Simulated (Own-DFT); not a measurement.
# Energy and forces against displacement in monoclinic HfO2, 96 atoms (Hf32O64)

These are calculations, not measurements. They come from Own-DFT, an in-house plane-wave density functional program, since retired, whose code no person has reviewed. Each row is one single-point run on a periodic cell that was not relaxed, without spin or spin-orbit coupling.

Settings of every run: PBE; PseudoDojo norm-conserving scalar-relativistic files; cutoff 72 hartree; 2 x 2 x 2 k mesh centred on Gamma; Fermi-Dirac smearing of 0.1 eV.

Known limits, some of them of some rows only: some atoms lie very close together; hafnium file: forces about 75 meV/angstrom off all-electron values; oxygen file: force components 24 meV/angstrom off all-electron in a glass; forces on such cells passed a denser k mesh, each cell not checked; stress not checked against mesh or cutoff.

Cell vectors in Å: (10.234, 0.000, 0.000); (0.000, 10.350, 0.000); (-1.696, 0.000, 10.445). In each run every atom was moved at random and independently from its ideal site; u is the rms move along one axis. E is the free energy for each atom above the fitted value at u = 0, and F the rms of the force components.

```
run   u (Å)  E (meV/atom)  F (eV/Å)  largest force (eV/Å)  P (GPa)
  1  0.0197           9.3     0.453                  1.92     3.96
  2  0.0200           9.1     0.454                  2.36     4.19
  3  0.0203          10.1     0.481                  1.72     3.97
  4  0.0455          50.2     0.976                  3.49     5.42
  5  0.0533             ?         ?                     ?        ?
  6  0.0750         141.8     1.715                  6.62     8.23
  7  0.0850         176.4     1.957                  7.20     9.96
  8  0.0879         168.9     1.777                  6.22     8.97
  9  0.1158         353.5     3.194                 20.82    14.85
 10  0.1433         575.4     4.145                 21.28    23.00
```

## Worked fit

For small independent moves the energy grows as E = (3/2) K u², with K the mean stiffness felt by one atom. The runs with u up to 0.11 Å give K = 15.9 ± 0.4 eV/Å², with residuals divided by u² + 0.0006 Å², since the noise grows with the moves. The scatter is 3.3 meV/atom at u = 0.05 Å. The forces follow F = G u with G = 22.4 eV/Å²; no force at u = 0 is resolved. G exceeds K because the moves of its neighbours add to the force on an atom, and stiffness differs between atoms. At u = 0.143 Å the parabola gives 490 meV/atom and the run 575. The pressure follows P = 3.78 + 765 u² GPa: at fixed volume, shortened bonds push harder than stretched ones pull.

## Withheld run

Question: what energy and rms force should run 5 give?

The fit gives 68 ± 4 meV/atom and about 1.19 eV/Å. The calculation gave 74.6 meV/atom and 1.279 eV/Å.
